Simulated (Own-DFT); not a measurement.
# Shaking the atoms of zincblende InP, 64 atoms (In32P32)

These are calculations, not measurements. They come from Own-DFT, an in-house plane-wave density functional program, since retired, whose code no person has reviewed. Each row is one single-point run on a periodic cell that was not relaxed, without spin or spin-orbit coupling.

Settings of every run: PBE; PseudoDojo norm-conserving scalar-relativistic files; cutoff 36 hartree; 3 x 3 x 3 k mesh centred on Gamma; Fermi-Dirac smearing of 0.1 eV.

Known limits: forces on such cells moved up to 12 meV/angstrom on a denser k mesh; stress not checked against mesh or cutoff.

Cell vectors in Å: (11.737, 0.000, 0.000); (0.000, 11.737, 0.000); (0.000, 0.000, 11.737). In each run every atom was moved at random and independently from its ideal site; u is the rms move along one axis. E is the free energy for each atom above the fitted value at u = 0, and F the rms of the force components.

```
run   u (Å)  E (meV/atom)  F (eV/Å)  largest force (eV/Å)  P (GPa)
  1  0.0197           5.7     0.245                  0.89     3.20
  2  0.0199           6.3     0.256                  0.89     3.21
  3  0.0521             ?         ?                     ?        ?
  4  0.0537          42.1     0.681                  2.96     3.65
  5  0.0929         114.8     1.102                  3.93     4.45
  6  0.1044         174.4     1.462                  6.37     5.38
  7  0.1062         182.4     1.560                  6.23     5.44
  8  0.1432         278.8     1.828                  7.53     6.71
  9  0.1894         503.5     2.692                 11.35     9.25
```

## Worked fit

For small independent moves the energy grows as E = (3/2) K u², with K the mean stiffness felt by one atom. The runs with u up to 0.11 Å give K = 10.1 ± 0.4 eV/Å², with residuals divided by u² + 0.0006 Å², since the noise grows with the moves. The scatter is 3.4 meV/atom at u = 0.05 Å. The forces follow F = G u with G = 13.1 eV/Å²; no force at u = 0 is resolved. G exceeds K because the moves of its neighbours add to the force on an atom, and stiffness differs between atoms. At u = 0.189 Å the parabola gives 541 meV/atom and the run 504. The pressure follows P = 3.09 + 197 u² GPa: at fixed volume, shortened bonds push harder than stretched ones pull.

## Withheld run

Question: what energy and rms force should run 3 give?

The fit gives 41 ± 4 meV/atom and about 0.68 eV/Å. The calculation gave 43.2 meV/atom and 0.683 eV/Å.
